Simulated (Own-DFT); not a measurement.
# Computed records: Si$_{23}$GeO$_{48}$ (quartz with substituted atoms, atoms displaced)

All values are calculated (Own-DFT development build). A calculation, not a measurement: plane-wave PBE and HSE06 DFT by an unreviewed code, no spin, of a simulated cell at Gamma alone, so results move with cell size and shape, stress positive in tension, energies less offsets, not probed for a lower state with spin; oxygen file: force components 24 meV/angstrom off all-electron in a glass; k mesh not checked against a denser one; forces and stress are PBE's, HSE06 gives the energy alone, and its difference from PBE has offsets of its own; offsets are fitted by least squares, one for each functional and potential file, so energies compare only between cells with the same atoms and settings and are not formation energies; the far tail of each file's local potential was reset to the Coulomb form; each entry is a single point on an unrelaxed cell, so the pressure reflects the starting lattice, mostly measured values (interpolated for alloys), from which strain is counted, and rises with the displacements; printed positions are rounded, which can move forces by about a meV/angstrom; the program, named Own-DFT, is a retired in-house code; no spin-orbit coupling.

### Si$_{23}$GeO$_{48}$ (quartz with substituted atoms, atoms displaced)

```
Si23GeO48
1.0
      9.8268     0.0000     0.0000
     -4.9134     8.5103     0.0000
      0.0000     0.0000    10.8104
Si O Si O Si O Si O Si O Si Ge Si O Si O Si O
3 6 3 6 3 6 3 6 3 6 1 1 1 6 3 6 3 6
Direct
  0.22927 0.99380 0.00499
  0.00405 0.22373 0.32968
  0.27014 0.27126 0.16945
  0.20705 0.13676 0.06293
  0.41733 0.27845 0.22627
  0.36802 0.08070 0.38970
  0.07056 0.35745 0.44124
  0.12052 0.18944 0.27675
  0.29477 0.42587 0.10642
  0.23685 0.00732 0.49277
  0.99600 0.24054 0.83019
  0.26834 0.27059 0.65924
  0.20297 0.12674 0.56646
  0.42736 0.30149 0.71276
  0.37723 0.07397 0.89999
  0.06959 0.36021 0.93363
  0.13236 0.19862 0.76836
  0.29871 0.42026 0.59815
  0.23917 0.50372 0.00403
  0.99826 0.73161 0.33281
  0.26955 0.77002 0.16756
  0.21738 0.64888 0.05712
  0.42765 0.79237 0.22021
  0.35864 0.56260 0.39633
  0.08169 0.87002 0.43337
  0.14201 0.70868 0.26919
  0.29327 0.92407 0.11582
  0.22925 0.50069 0.50907
  0.99632 0.73898 0.83227
  0.26665 0.76528 0.66787
  0.20375 0.63940 0.56051
  0.42443 0.78870 0.71971
  0.36699 0.57991 0.89024
  0.06870 0.86258 0.93329
  0.13482 0.70301 0.78314
  0.29564 0.93200 0.60623
  0.73284 0.00686 0.99774
  0.50351 0.23846 0.33636
  0.76668 0.26733 0.16394
  0.70109 0.14293 0.06429
  0.92095 0.28610 0.22336
  0.87395 0.07196 0.39417
  0.56779 0.36744 0.43351
  0.63687 0.21030 0.27874
  0.79323 0.42903 0.11126
  0.73097 0.99685 0.49867
  0.49318 0.23514 0.84039
  0.75791 0.24718 0.66479
  0.70935 0.12889 0.55976
  0.93129 0.29844 0.72032
  0.86935 0.07768 0.88244
  0.56938 0.36528 0.94235
  0.63281 0.20790 0.77363
  0.78928 0.41570 0.60587
  0.73477 0.50323 0.00281
  0.50450 0.73608 0.34162
  0.76209 0.76682 0.16599
  0.71722 0.63824 0.06361
  0.92255 0.78272 0.22117
  0.86139 0.57982 0.38782
  0.57773 0.86252 0.44454
  0.64213 0.71444 0.27204
  0.79627 0.92862 0.10980
  0.72882 0.49888 0.49114
  0.49338 0.73712 0.83523
  0.77003 0.75899 0.67156
  0.71512 0.64115 0.55949
  0.92125 0.79612 0.71979
  0.87856 0.58032 0.89502
  0.57974 0.87105 0.93963
  0.63885 0.70151 0.76494
  0.78980 0.92703 0.61439
```

Settings of this run: first functional PBE, second functional HSE06, exact exchange share 0.25, screening 0.11 1/bohr, exchange divergence Gygi-Baldereschi, potential files PseudoDojo norm-conserving, scalar-relativistic, made for PBE, standard set, wave cutoff 48 hartree, occupations fixed and k mesh 1 x 1 x 1 centred on Gamma.

Results for Si$_{23}$GeO$_{48}$ (quartz with substituted atoms, atoms displaced): PBE energy of cell above offsets -15.060 eV; HSE06 less PBE above offsets -0.239 eV; PBE pressure 11.62 GPa; PBE stress xx -8.6 GPa; PBE stress yy -15.78 GPa; PBE stress zz -10.47 GPa; PBE stress yz -3.69 GPa; PBE stress xz -0.28 GPa; PBE stress xy -2.56 GPa.

Force:
```
element  x (eV/Å)  y (eV/Å)  z (eV/Å)
     Si     0.417      1.08    -0.427
     Si    -7.505     3.827     2.733
     Si    -2.078    -3.646     0.555
      O     0.315     -1.18    -0.994
      O     1.744     1.408     0.476
      O     0.246     -1.33     0.276
      O     0.206     0.914     0.249
      O     8.056     0.235    -4.601
      O    -0.196     1.353     0.213
     Si     0.805    -1.159     2.737
     Si       3.8    -1.875     -3.86
     Si    -1.168     -4.78     3.379
      O    -0.509    -0.482    -1.865
      O     2.897     0.472     1.755
      O    -3.488    -8.703     4.576
      O      1.63     5.059     4.677
      O    -1.446      1.27     0.572
      O    -2.001     4.657    -1.308
     Si    -2.747    -0.079    -2.221
     Si     2.007     2.337    -2.514
     Si     1.183    -1.984     0.731
      O     0.784     -3.02    -2.133
      O     3.771    -0.096     2.962
      O     1.008      2.55    -1.013
      O    -0.939    -0.833    -0.279
      O    -3.385    -1.379     3.148
      O    -2.483     4.474    -2.929
     Si    -0.329     -1.66    -2.804
     Si     1.465    -1.349    -4.088
     Si    -4.099     1.899     0.625
      O     0.102    -1.609    -1.014
      O      2.43     0.573     1.317
      O    -0.846    -2.766     1.776
      O     0.766     4.451     3.916
      O     0.327     0.874    -1.501
      O      0.22    -0.723    -0.132
     Si     2.864     1.949     1.192
     Si     0.434    -1.852    -3.468
     Si    -0.975     1.734     4.381
      O     1.051    -4.909    -4.712
      O     2.701     0.067       1.2
      O    -1.964    -2.697     1.365
      O    -0.658     2.678     2.419
      O     0.691      0.09    -0.601
      O    -0.596     1.304    -0.842
     Si     5.512     0.801     1.833
     Ge    -0.167     2.122    -8.954
     Si    -0.907     4.995     2.026
      O    -1.313    -1.444     -2.15
      O    -0.828     0.085    -0.755
      O    -2.508    -2.945     3.034
      O     0.828     6.885     6.179
      O     2.569    -1.114     -0.64
      O    -1.573     1.054    -2.262
     Si     1.953    -0.773    -1.673
     Si    -1.754    -2.984    -3.681
     Si     2.819     1.127    -0.088
      O    -1.593    -0.664    -1.434
      O     0.654     0.743      0.28
      O     -0.08     -2.37     0.597
      O    -2.108    -0.841    -0.129
      O    -3.106    -1.372     3.122
      O    -1.823     2.539    -2.292
     Si     1.679     0.241     4.551
     Si     4.351     1.556    -3.102
     Si    -6.924     2.276    -6.012
      O     0.442    -2.629     -2.59
      O     9.888     1.419     4.687
      O    -2.433    -3.097     1.891
      O    -1.533    -1.369    -0.795
      O    -6.183     -1.37     5.478
      O    -0.368    -0.017    -1.044
```
